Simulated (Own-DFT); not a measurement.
# Strain and stress in wurtzite AlN, 72 atoms (Al36N36)

These are calculations, not measurements. They come from Own-DFT, an in-house plane-wave density functional program, since retired, whose code no person has reviewed. Each row is one single-point run on a periodic cell that was not relaxed, without spin or spin-orbit coupling.

Settings of every run: PBE; PseudoDojo norm-conserving scalar-relativistic files; cutoff 42 hartree; 4 x 4 x 3 k mesh centred on Gamma; Gaussian smearing of 0.01 eV.

Known limits: k mesh not checked against a denser one; stress not checked against mesh or cutoff.

Unstrained cell vectors in Å: (9.336, 0.000, 0.000); (-4.668, 8.085, 0.000); (0.000, 0.000, 9.964). The unstrained cell has measured lattice constants (interpolated for alloys), not those of this functional. That, the random moves and any unrelaxed bonds set the pressure at no strain. Each run strains this cell uniformly, with the atoms carried along. Every atom was also moved at random, by a Gaussian of width 0.05 Å on each axis. Strain is the symmetric tensor, in per cent. Stress is positive in tension, and the pressure is minus a third of its trace.

```
run,e_xx (%),e_yy (%),e_zz (%),s_xx (GPa),s_yy (GPa),s_zz (GPa),P (GPa),E (meV/atom)
1,2.00,2.00,0.00,4.06,4.95,-2.30,-2.24,2.7
2,-1.00,-1.00,0.00,-11.20,-10.74,-7.05,9.66,0.0
3,-2.75,-2.75,0.00,-24.65,-22.89,-11.30,19.61,61.4
4,-2.50,-2.50,0.00,-20.93,-20.70,-10.32,17.32,38.2
5,-2.00,-2.00,0.00,-20.37,-17.66,-8.71,15.58,52.5
6,2.75,2.75,0.00,8.96,7.30,-1.13,-5.04,3.6
7,-2.25,-2.25,0.00,-21.58,-21.20,-8.05,16.94,56.1
8,-0.50,-0.50,0.00,-7.18,-11.46,-5.27,7.97,7.2
9,0.75,0.75,0.00,?,?,?,?,?
```

E is the free energy for each atom above the lowest run shown.

## Worked fit

The change of volume is close to e_xx + e_yy + e_zz. A straight line through the runs shown gives P = 6.62 - 221 x (fractional change of volume) GPa, with an error of 8 on the slope and a scatter of 0.85 GPa. The strain isn't the same on all axes and the cell isn't cubic, so the slope belongs to this path and is not the bulk modulus.

## Withheld run

Question: what pressure should run 9 give? Its volume changes by 1.51 %.

The line gives 3.3 GPa. The calculation gave 2.54 GPa.
